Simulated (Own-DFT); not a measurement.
# One host, several defects: zincblende GaAs

The numbers are computed, not measured, by runs of the plane-wave DFT program Own-DFT (in-house, retired, unreviewed) at fixed positions, with no spin and no spin-orbit coupling.

Settings: PBE; PseudoDojo norm-conserving scalar-relativistic files; cutoff 42 hartree; 3 x 3 x 3 k mesh centred on Gamma; Fermi-Dirac smearing of 0.1 eV.

Caveats (not all hold for every row): not probed for a lower state with spin; forces not confirmed at this smearing and k mesh; stress not checked against mesh or cutoff.

All runs share one cell, with vectors in Å (11.737, 0.000, 0.000); (0.000, 11.737, 0.000); (0.000, 0.000, 10.919) and a volume of 1504.3 Å³, strained against the parent crystal. Atoms were moved at random from their sites; u is the rms move along one axis. The defect's site can differ from row to row.

| cell | formula | u (Å) | P (GPa) |
|---|---|---|---|
| no defect | As32Ga32 | 0.0271 | 0.74 |
| no defect | As32Ga32 | 0.0305 | 0.78 |
| no defect | As32Ga32 | 0.0507 | 1.15 |
| one In on a Ga site | As32Ga31In | 0.0280 | 1.36 |
| one In on a Ga site | As32Ga31In | 0.0485 | 1.54 |
| one In on a Ga site | As32Ga31In | 0.0559 | 1.69 |
| one As vacancy and one Ga vacancy | As31Ga31 | 0.0281 | 0.47 |
| one As vacancy and one Ga vacancy | As31Ga31 | 0.0318 | 0.43 |
| one As vacancy and one Ga vacancy | As31Ga31 | 0.0486 | 0.75 |
| one Al on a Ga site | AlAs32Ga31 | 0.0289 | ? |
| one Al on a Ga site | AlAs32Ga31 | 0.0298 | 0.72 |
| one Al on a Ga site | AlAs32Ga31 | 0.0483 | 1.06 |
| one Al on a Ga site | AlAs32Ga31 | 0.0512 | 1.08 |
| one P on an As site | As31Ga32P | 0.0311 | 0.56 |
| one P on an As site | As31Ga32P | 0.0462 | 0.78 |
| one P on an As site | As31Ga32P | 0.0466 | 0.70 |

## Fit

P = P0 + c u² + a shift for each defect gives P0 = 0.63 GPa, c = 183 ± 16 GPa/Å² and a scatter of 0.05 GPa. The shifts, and each times the cell's volume:

- one In on a Ga site: 0.51 ± 0.04 GPa, 4.8 eV
- one Al on a Ga site: -0.04 ± 0.04 GPa, -0.4 eV (not resolved)
- one P on an As site: -0.28 ± 0.04 GPa, -2.6 eV
- one As vacancy and one Ga vacancy: -0.34 ± 0.04 GPa, -3.2 eV

A positive shift means that the defect pushes the cell outwards. Shift times volume (160.2 GPa Å³ is 1 eV) depends little on the cell's size, so, taken for each site, it can be compared between cells at like pressure. The atoms around the defects weren't relaxed, which would change these numbers.

## Check

Asked: what pressure belongs in the blank (one Al on a Ga site, u = 0.0289 Å)?

From the fit: 0.75 ± 0.06 GPa. The calculation gave 0.72 GPa.
